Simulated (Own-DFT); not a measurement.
# A pressure from energies alone: monoclinic HfO2, 94 atoms (Hf32O62), with two O vacancies

All values are computed. Each geometry was run twice at fixed positions with Own-DFT, a retired in-house plane-wave program that no person has reviewed: with PBE, and with HSE06 (exact exchange share 0.25 at short range, screening 0.11 per bohr, Gygi-Baldereschi treatment of its divergence). Both used PseudoDojo norm-conserving files made for PBE, a cutoff of 48 hartree, the Gamma point alone, fixed occupations, a neutral cell and no spin. One k point on a cell 10.1 Å thick isn't converged, and results move with the size of the cell. The hafnium file keeps the 4f electrons in the core, and its forces lie about 75 meV/Å off all-electron values. The oxygen file's force components were 24 meV/Å off all-electron values in a glass.

Unstrained cell vectors in Å: (10.234, 0.000, 0.000); (0.000, 10.350, 0.000); (-1.696, 0.000, 10.445), volume V0 = 1106.4 Å³, from measured lattice constants. Each geometry has its own random strain of a few per cent, its own defect sites and random moves of rms u per axis. HSE06 gave the energy alone. D is its energy less that of PBE, over the lowest D shown. The PBE stress wasn't checked against mesh or cutoff.

| run | V - V0 (Å³) | u (Å) | P with PBE (GPa) | D (eV) |
|---|---|---|---|---|
| 1 | 5.6 | 0.0284 | 2.26 | 1.241 |
| 2 | 0.0 | 0.0307 | 3.17 | 1.123 |
| 3 | -27.9 | 0.0474 | 12.77 | 0.622 |
| 4 | 9.0 | 0.0481 | 4.13 | 1.474 |
| 5 | 51.4 | 0.0306 | -5.25 | 2.365 |
| 6 | -33.8 | 0.0503 | 14.07 | 0.446 |
| 7 | -26.4 | 0.0309 | 10.75 | 0.482 |
| 8 | 3.5 | 0.0480 | 4.85 | 1.337 |
| 9 | -52.8 | 0.0486 | 18.60 | 0.000 |
| 10 | 28.2 | 0.0504 | -0.57 | 2.063 |
| 11 | -24.0 | 0.0509 | 11.88 | 0.745 |
| 12 | -9.9 | 0.0283 | 6.09 | 0.802 |
| 13 | 1.5 | 0.0318 | 3.68 | ? |

## Fit

D = 0.98 + 0.0247 (V - V0) + 132 u² eV, with an error of 0.0004 on the volume slope, 14 on the last term and a scatter of 0.03 eV. Pressure is -dE/dV, and 1 eV/Å³ is 160.2 GPa, so HSE06 changes the pressure by -4.0 ± 0.1 GPa. With the ions held to the strained lattice, the PBE pressure falls by 246 ± 11 GPa per unit of volume strain; the shape of the strain isn't fitted, so the true error is larger, and a relaxed crystal would be softer. On that slope HSE06's volume at a given pressure is about 1.6 % smaller, or 0.5 % in lengths. At u = 0 and V0 the PBE pressure is 3.2 GPa, which puts the zero-pressure volume, against the measured cell and with the defects in, at +1.3 % for PBE and -0.3 % for HSE06, each good to a few tenths of a per cent.

## Test on the hidden row

The question: what D should run 13 give?

The fit gives 1.15 eV, with rows scattering by 0.03. DFT gave 1.190 eV.
